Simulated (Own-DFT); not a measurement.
Simulation results for GaN (wurtzite, strained, atoms displaced)

Computed with Own-DFT development build. A calculation, not a measurement: plane-wave PBE density functional theory by an unreviewed code, no spin, of a simulated periodic cell, stress positive in tension, free energy of the whole cell less one offset for each atom, forces on such cells passed a denser k mesh, this cell's mesh not checked; offsets are fitted by least squares, one for each functional and potential file, so energies compare only between cells with the same atoms and settings and are not formation energies; the far tail of each file's local potential was reset to the Coulomb form; each entry is a single point on an unrelaxed cell, so the pressure reflects the starting lattice, mostly measured values (interpolated for alloys), from which strain is counted, and rises with the displacements; printed positions are rounded, which can move forces by about a meV/angstrom; the program, named Own-DFT, is a retired in-house code; no spin-orbit coupling.

Settings shared by all entries: functional PBE; potential files PseudoDojo norm-conserving, scalar-relativistic, standard set; wave cutoff 42 hartree; occupations Fermi-Dirac; smearing width 0.1 eV; hardware one NVIDIA H200; k mesh 3 x 4 x 3 centred on Gamma.

(1) 
```cif
# cell vector a (Å): 12.5551 0.0898 0.0405
# cell vector b (Å): -4.6498 8.3879 0.0947
# cell vector c (Å): 0.0329 0.1376 10.5388
data_GaN
_symmetry_space_group_name_H-M 'P 1'
_symmetry_Int_Tables_number 1
_cell_length_a 12.5555
_cell_length_b 9.5910
_cell_length_c 10.5397
_cell_angle_alpha 88.867
_cell_angle_beta 89.631
_cell_angle_gamma 118.588
_cell_volume 1114.05
loop_
_atom_site_label
_atom_site_type_symbol
_atom_site_fract_x
_atom_site_fract_y
_atom_site_fract_z
_atom_site_occupancy
Ga1 Ga 0.08845 0.22143 0.00041 1
Ga2 Ga 0.16946 0.11673 0.25172 1
N1 N 0.08479 0.22100 0.18958 1
N2 N 0.17217 0.11648 0.43917 1
Ga3 Ga 0.07905 0.21588 0.50298 1
Ga4 Ga 0.16251 0.10846 0.74543 1
N3 N 0.08749 0.22199 0.68980 1
N4 N 0.16829 0.10546 0.93240 1
Ga5 Ga 0.08000 0.55547 0.00254 1
Ga6 Ga 0.16838 0.44674 0.24897 1
N5 N 0.08124 0.54764 0.19326 1
N6 N 0.16479 0.43534 0.44142 1
Ga7 Ga 0.07436 0.56148 0.49908 1
Ga8 Ga 0.16052 0.44211 0.75161 1
N7 N 0.08129 0.55407 0.68627 1
N8 N 0.16959 0.45117 0.93288 1
Ga9 Ga 0.08129 0.88783 0.00584 1
Ga10 Ga 0.16844 0.77549 0.24587 1
N9 N 0.08128 0.88929 0.18462 1
N10 N 0.17430 0.78248 0.43230 1
Ga11 Ga 0.09115 0.89976 0.49734 1
Ga12 Ga 0.16682 0.77697 0.75321 1
N11 N 0.08044 0.89177 0.68293 1
N12 N 0.15346 0.76715 0.93464 1
Ga13 Ga 0.33857 0.21923 0.00540 1
Ga14 Ga 0.41600 0.11734 0.24842 1
N13 N 0.32980 0.21750 0.18122 1
N14 N 0.41843 0.11393 0.44231 1
Ga15 Ga 0.32379 0.22695 0.50217 1
Ga16 Ga 0.41513 0.10480 0.75287 1
N15 N 0.33469 0.22155 0.69233 1
N16 N 0.41523 0.10498 0.94130 1
Ga17 Ga 0.33339 0.55688 0.99338 1
Ga18 Ga 0.42085 0.45349 0.24818 1
N17 N 0.32836 0.54967 0.18831 1
N18 N 0.41705 0.44431 0.43828 1
Ga19 Ga 0.33854 0.56178 0.49088 1
Ga20 Ga 0.41286 0.44281 0.74755 1
N19 N 0.33885 0.55859 0.69479 1
N20 N 0.41777 0.44593 0.94670 1
Ga21 Ga 0.33650 0.88019 0.98954 1
Ga22 Ga 0.42459 0.78172 0.25034 1
N21 N 0.33979 0.89541 0.17360 1
N22 N 0.41404 0.76980 0.44748 1
Ga23 Ga 0.33515 0.89524 0.49961 1
Ga24 Ga 0.41114 0.76679 0.74604 1
N23 N 0.33372 0.88695 0.68064 1
N24 N 0.41138 0.78106 0.93548 1
Ga25 Ga 0.58471 0.22123 0.99706 1
Ga26 Ga 0.66011 0.10294 0.24768 1
N25 N 0.58526 0.23036 0.18614 1
N26 N 0.66732 0.10091 0.43496 1
Ga27 Ga 0.58502 0.22058 0.49259 1
Ga28 Ga 0.67289 0.10747 0.75899 1
N27 N 0.58283 0.21512 0.69975 1
N28 N 0.66849 0.10806 0.92828 1
Ga29 Ga 0.57815 0.55771 0.00753 1
Ga30 Ga 0.66039 0.44455 0.24461 1
N29 N 0.58053 0.55411 0.18773 1
N30 N 0.67686 0.45205 0.43658 1
Ga31 Ga 0.57483 0.54487 0.49880 1
Ga32 Ga 0.67016 0.44555 0.75421 1
N31 N 0.58113 0.55236 0.68610 1
N32 N 0.66156 0.44270 0.94434 1
Ga33 Ga 0.58431 0.88880 0.99986 1
Ga34 Ga 0.67616 0.78446 0.25180 1
N33 N 0.58430 0.88494 0.19458 1
N34 N 0.67589 0.78404 0.43412 1
Ga35 Ga 0.58074 0.87593 0.50945 1
Ga36 Ga 0.67217 0.78145 0.75635 1
N35 N 0.57602 0.87949 0.68891 1
N36 N 0.66647 0.77256 0.93869 1
Ga37 Ga 0.82711 0.22676 0.00838 1
Ga38 Ga 0.92156 0.10896 0.25824 1
N37 N 0.83559 0.22163 0.19152 1
N38 N 0.91658 0.11004 0.44202 1
Ga39 Ga 0.83545 0.22561 0.50903 1
Ga40 Ga 0.90902 0.10082 0.74555 1
N39 N 0.82735 0.21134 0.69200 1
N40 N 0.91522 0.10636 0.94067 1
Ga41 Ga 0.83406 0.55138 0.99508 1
Ga42 Ga 0.92267 0.45156 0.25016 1
N41 N 0.83995 0.55641 0.18500 1
N42 N 0.92722 0.44858 0.43284 1
Ga43 Ga 0.83323 0.56024 0.50027 1
Ga44 Ga 0.91097 0.43926 0.74448 1
N43 N 0.82960 0.56283 0.68207 1
N44 N 0.91734 0.44118 0.94099 1
Ga45 Ga 0.84269 0.90150 0.99397 1
Ga46 Ga 0.92011 0.77339 0.24599 1
N45 N 0.83028 0.88454 0.17681 1
N46 N 0.92032 0.78503 0.44811 1
Ga47 Ga 0.82954 0.88586 0.49549 1
Ga48 Ga 0.91146 0.77995 0.74942 1
N47 N 0.82999 0.89215 0.68216 1
N48 N 0.92130 0.77920 0.94534 1
_calc_free_energy_of_cell_above_offsets '25.231'  # eV
_calc_pressure 4.62  # GPa
_calc_stress_xx -10.77  # GPa
_calc_stress_yy -1.62  # GPa
_calc_stress_zz -1.46  # GPa
_calc_stress_yz 2.76  # GPa
_calc_stress_xz 0.43  # GPa
_calc_stress_xy 1.08  # GPa
_calc_wall_time 1173  # s
```

Force:
```tsv
element	x (eV/Å)	y (eV/Å)	z (eV/Å)
Ga	-0.484	0.067	-0.425
Ga	0.181	-0.969	-0.157
N	-0.327	0.581	-0.388
N	-1.353	-0.795	-1.019
Ga	0.188	1.083	0.121
Ga	1.478	-0.58	1.131
N	-2.186	0.429	-0.456
N	0.019	0.429	0.817
Ga	0.677	-0.405	0.052
Ga	0.08	-1.366	1.392
N	0.436	1.904	-1.469
N	-0.171	1.057	-0.314
Ga	3.598	0.773	0.612
Ga	1.218	-0.099	-0.785
N	-0.847	0.375	-0.137
N	-0.435	-0.963	1.057
Ga	0.679	0.714	-1.22
Ga	0.506	0.468	-0.203
N	1.051	0.644	1.276
N	-0.918	-0.239	0.103
Ga	-0.2	-1.209	0.247
Ga	-0.69	-0.035	-0.964
N	0.469	-0.342	0.423
N	1.483	0.915	0.562
Ga	-1.213	0.062	-1.824
Ga	0.649	-1.101	0.277
N	0.052	1.315	1.826
N	-0.685	0.398	-1.066
Ga	2.79	0.353	1.048
Ga	0.15	0.16	-0.195
N	-0.588	0.164	-0.744
N	0.55	0.063	-0.639
Ga	-0.282	0.032	0.801
Ga	-0.857	-1.612	0.242
N	0.778	1.695	-0.603
N	-0.175	-0.457	-0.96
Ga	-1.652	-2.315	1.77
Ga	1.463	-0.642	1.184
N	-1.915	-1.048	-1.528
N	-0.066	-0.743	-1.139
Ga	-4.126	1.955	1.682
Ga	-2.108	-1.05	0.397
N	-0.164	-0.516	1.837
N	0.289	2.312	-1.835
Ga	0.354	-0.429	-0.241
Ga	-0.031	1.167	0.47
N	-0.617	0.079	1.428
N	4.096	-2.024	-1.187
Ga	-0.569	-0.22	-0.038
Ga	0.928	1.132	0.748
N	0.146	-0.932	-0.159
N	-0.268	0.488	0.696
Ga	0.509	0.208	1.346
Ga	-2.536	-1.327	-2.842
N	0.478	0.959	-1.312
N	-0.2	-0.056	3.907
Ga	0.874	-0.06	-1.094
Ga	2.366	0.228	0.806
N	0.073	1.5	0.491
N	-1.631	-1.353	-0.719
Ga	1.911	1.338	0.689
Ga	-1.471	-1.082	-0.189
N	0.314	0.541	0.253
N	0.83	0.372	-0.574
Ga	-0.154	-0.317	-0.015
Ga	-0.439	-0.97	-0.096
N	0.345	0.672	-1.697
N	-1.824	-1.953	0.128
Ga	0.067	1.054	-1.028
Ga	-1.475	-1.543	-0.845
N	1.218	1.02	0.904
N	0.01	0.793	0.364
Ga	1.639	-0.828	-0.368
Ga	-0.948	-0.276	-1.18
N	-0.533	0.047	0.194
N	-0.079	-0.141	0.069
Ga	-0.504	-0.437	-1.798
Ga	1.797	1.003	1.364
N	0.733	2.134	-0.879
N	-0.241	2.509	-1.215
Ga	-0.886	0.811	0.833
Ga	-0.978	-2.024	0.214
N	-1.443	0.026	-0.013
N	-2.958	-1.385	0.699
Ga	0.913	0.414	-0.609
Ga	0.319	0.48	0.851
N	1.176	-0.444	1.151
N	-0.389	-0.44	-1.241
Ga	-0.601	-2.449	0.916
Ga	-1.282	-0.007	0.653
N	1.325	0.951	1.499
N	0.892	-0.549	-1.83
Ga	0.891	0.93	0.82
Ga	1.272	0.054	0.309
N	0.358	-0.289	0.354
N	-1.118	-0.838	-1.774
```

(2) 
```cif
# cell vector a (Å): 12.8047 -0.0875 -0.1723
# cell vector b (Å): -4.8586 8.3042 0.0067
# cell vector c (Å): -0.1401 -0.0724 10.4753
data_GaN
_symmetry_space_group_name_H-M 'P 1'
_symmetry_Int_Tables_number 1
_cell_length_a 12.8062
_cell_length_b 9.6211
_cell_length_c 10.4765
_cell_angle_alpha 89.915
_cell_angle_beta 91.534
_cell_angle_gamma 120.720
_cell_volume 1109.16
loop_
_atom_site_label
_atom_site_type_symbol
_atom_site_fract_x
_atom_site_fract_y
_atom_site_fract_z
_atom_site_occupancy
Ga1 Ga 0.09391 0.22151 0.00302 1
Ga2 Ga 0.16277 0.10212 0.24427 1
N1 N 0.07774 0.22138 0.19224 1
N2 N 0.16532 0.11706 0.44360 1
Ga3 Ga 0.08348 0.21707 0.50216 1
Ga4 Ga 0.17179 0.11686 0.74157 1
N3 N 0.08331 0.21907 0.69268 1
N4 N 0.16705 0.11362 0.93818 1
Ga5 Ga 0.08010 0.55570 0.99444 1
Ga6 Ga 0.16941 0.45198 0.24732 1
N5 N 0.07416 0.55233 0.17826 1
N6 N 0.17173 0.44276 0.43263 1
Ga7 Ga 0.08142 0.54987 0.49414 1
Ga8 Ga 0.16619 0.44887 0.74707 1
N7 N 0.08527 0.56068 0.69813 1
N8 N 0.17258 0.44167 0.94372 1
Ga9 Ga 0.08903 0.89061 0.99694 1
Ga10 Ga 0.17600 0.77922 0.25804 1
N9 N 0.08482 0.88491 0.19404 1
N10 N 0.16818 0.77861 0.43439 1
Ga11 Ga 0.08068 0.88971 0.50179 1
Ga12 Ga 0.16080 0.77429 0.74658 1
N11 N 0.08366 0.89562 0.68461 1
N12 N 0.16414 0.78296 0.93938 1
Ga13 Ga 0.33657 0.23594 0.99470 1
Ga14 Ga 0.40789 0.10480 0.25484 1
N13 N 0.34123 0.22887 0.17885 1
N14 N 0.41614 0.10642 0.43977 1
Ga15 Ga 0.33527 0.22232 0.50124 1
Ga16 Ga 0.41217 0.10849 0.75396 1
N15 N 0.33482 0.22775 0.69633 1
N16 N 0.42206 0.11960 0.94221 1
Ga17 Ga 0.33821 0.54592 0.99591 1
Ga18 Ga 0.41393 0.44698 0.25981 1
N17 N 0.32781 0.54895 0.19404 1
N18 N 0.41381 0.44407 0.43987 1
Ga19 Ga 0.34208 0.56426 0.49844 1
Ga20 Ga 0.41579 0.43398 0.74085 1
N19 N 0.33326 0.55861 0.69317 1
N20 N 0.40982 0.44152 0.93788 1
Ga21 Ga 0.33482 0.89274 0.99565 1
Ga22 Ga 0.41072 0.77714 0.25039 1
N21 N 0.32992 0.88448 0.18678 1
N22 N 0.42380 0.77804 0.43929 1
Ga23 Ga 0.33625 0.89069 0.51061 1
Ga24 Ga 0.42429 0.78511 0.75271 1
N23 N 0.33834 0.88371 0.68928 1
N24 N 0.41669 0.78312 0.93628 1
Ga25 Ga 0.58245 0.22370 0.00378 1
Ga26 Ga 0.66523 0.11505 0.24943 1
N25 N 0.59208 0.23700 0.19092 1
N26 N 0.66864 0.11075 0.43308 1
Ga27 Ga 0.58441 0.21437 0.50273 1
Ga28 Ga 0.66745 0.11971 0.74846 1
N27 N 0.58570 0.22657 0.69650 1
N28 N 0.66951 0.11519 0.94048 1
Ga29 Ga 0.59141 0.55888 0.00097 1
Ga30 Ga 0.66786 0.44742 0.25084 1
N29 N 0.57963 0.55608 0.18324 1
N30 N 0.66563 0.43673 0.43462 1
Ga31 Ga 0.58181 0.55234 0.48807 1
Ga32 Ga 0.66905 0.44391 0.75550 1
N31 N 0.59229 0.56222 0.68907 1
N32 N 0.66572 0.43605 0.93543 1
Ga33 Ga 0.58667 0.88986 0.00013 1
Ga34 Ga 0.66991 0.77184 0.24992 1
N33 N 0.58733 0.88750 0.18069 1
N34 N 0.66604 0.76909 0.44180 1
Ga35 Ga 0.57942 0.89035 0.49762 1
Ga36 Ga 0.66259 0.77586 0.74618 1
N35 N 0.58123 0.88576 0.68662 1
N36 N 0.67268 0.78185 0.93510 1
Ga37 Ga 0.82789 0.22525 0.99921 1
Ga38 Ga 0.91215 0.10641 0.26173 1
N37 N 0.83674 0.20969 0.18948 1
N38 N 0.91812 0.11336 0.43303 1
Ga39 Ga 0.83889 0.23249 0.50463 1
Ga40 Ga 0.91652 0.11069 0.74677 1
N39 N 0.83028 0.22434 0.69087 1
N40 N 0.91854 0.10977 0.93242 1
Ga41 Ga 0.83170 0.55187 0.99929 1
Ga42 Ga 0.90759 0.43481 0.24415 1
N41 N 0.83305 0.54565 0.18490 1
N42 N 0.92833 0.45473 0.44499 1
Ga43 Ga 0.83867 0.55739 0.49817 1
Ga44 Ga 0.91993 0.44297 0.75603 1
N43 N 0.83575 0.55858 0.68711 1
N44 N 0.92087 0.44648 0.93898 1
Ga45 Ga 0.84153 0.89586 0.99105 1
Ga46 Ga 0.91762 0.77180 0.24834 1
N45 N 0.83111 0.87476 0.19719 1
N46 N 0.91319 0.77646 0.43586 1
Ga47 Ga 0.83217 0.88415 0.50473 1
Ga48 Ga 0.91135 0.76597 0.75010 1
N47 N 0.83296 0.89128 0.68791 1
N48 N 0.91331 0.77514 0.93397 1
_calc_free_energy_of_cell_above_offsets '24.765'  # eV
_calc_pressure 5.41  # GPa
_calc_stress_xx -5.4  # GPa
_calc_stress_yy -7.45  # GPa
_calc_stress_zz -3.37  # GPa
_calc_stress_yz -1.6  # GPa
_calc_stress_xz -2.68  # GPa
_calc_stress_xy -1.78  # GPa
_calc_wall_time 1191  # s
```

Force:
```tsv
element	x (eV/Å)	y (eV/Å)	z (eV/Å)
Ga	-2.581	0.285	0.408
Ga	-0.354	1.945	0.616
N	1.119	-0.43	-0.344
N	1.617	-1.134	-0.854
Ga	-0.743	1.265	-0.059
Ga	-1.239	-0.702	1.679
N	-0.476	0.92	-1.052
N	1.195	-0.862	-0.866
Ga	2.37	0.421	0.886
Ga	-1.649	-1.464	-0.239
N	0.972	0.515	1.557
N	-0.762	0.479	1.241
Ga	3.455	1.801	1.185
Ga	1.074	-0.563	1.167
N	-0.237	-1.306	-1.695
N	-1.531	0.495	-1.002
Ga	-1.52	0.326	0.893
Ga	-2.027	-1.273	-1.781
N	0.278	-0.533	-1.018
N	0.1	0.065	2.121
Ga	0.435	0.009	-0.944
Ga	0.493	1.747	0.755
N	0.355	-0.961	0.569
N	1.302	-0.651	-1.115
Ga	0.707	-2.263	0.787
Ga	0.985	1.102	-1.101
N	-0.965	-0.647	1.767
N	-0.439	0.358	0.463
Ga	-0.336	-0.296	-0.031
Ga	1.088	0.084	0.248
N	1.023	-2.73	-2.119
N	-1.349	-0.881	-0.717
Ga	-2.257	2.46	1.249
Ga	0.404	-0.469	-2.038
N	1.196	1.283	-1.092
N	0.567	-0.589	0.554
Ga	-1.315	-1.049	1.168
Ga	-0.155	4.47	1.615
N	0.81	-0.302	-1.058
N	3.144	1.148	-1.789
Ga	0.025	-0.198	0.338
Ga	1.881	-0.104	-0.563
N	0.679	0.889	-0.353
N	-2.552	0.128	-0.936
Ga	-0.092	-0.828	-1.442
Ga	-0.199	-1.306	0.401
N	-1.805	0.909	0.693
N	0.48	-0.553	0.613
Ga	1.046	-0.252	0.431
Ga	0.848	-0.724	-0.812
N	-0.834	-2.48	-0.467
N	0.028	0.228	1.102
Ga	-0.088	0.945	-0.003
Ga	0.525	-1.471	0.943
N	-1.049	-0.769	-1.506
N	-1.446	-0.595	-0.788
Ga	-0.932	-0.016	-0.784
Ga	-0.376	0.804	-0.122
N	0.392	-0.74	0.969
N	0.06	0.348	0.739
Ga	1.242	-0.321	1.885
Ga	-0.228	0.952	-1.17
N	-0.874	-1.99	-0.828
N	-0.373	1.037	0.856
Ga	0.095	-0.084	-0.531
Ga	-1.082	0.727	0.245
N	-0.934	-0.014	1.797
N	-0.93	1.255	-0.813
Ga	2.84	0.501	0.597
Ga	0.73	0.837	0.504
N	0.335	1.419	-0.327
N	-0.761	-0.597	0.056
Ga	2.788	-0.427	0.634
Ga	1.467	-0.811	-2.821
N	-2.311	1.118	-0.521
N	-0.612	-0.278	3.54
Ga	0.186	-0.975	-0.598
Ga	0.007	0.025	0.73
N	0.849	0.048	-0.528
N	-0.293	1.261	0.582
Ga	0.449	0.56	-0.118
Ga	2.055	-0.064	0.632
N	-1.176	0.879	0.102
N	-3.356	-2.075	-1.781
Ga	-0.725	-0.154	0.343
Ga	-0.76	0.442	-0.674
N	0.407	-1.806	-0.236
N	-1.83	-0.713	-0.337
Ga	-0.55	-0.336	1.421
Ga	0.154	0.043	0.108
N	0.319	1.391	-1.573
N	0.587	-0.115	0.305
Ga	-0.125	0.538	-0.613
Ga	-0.244	2.417	-0.023
N	0.271	-0.708	0.042
N	1.037	-0.271	0.647
```
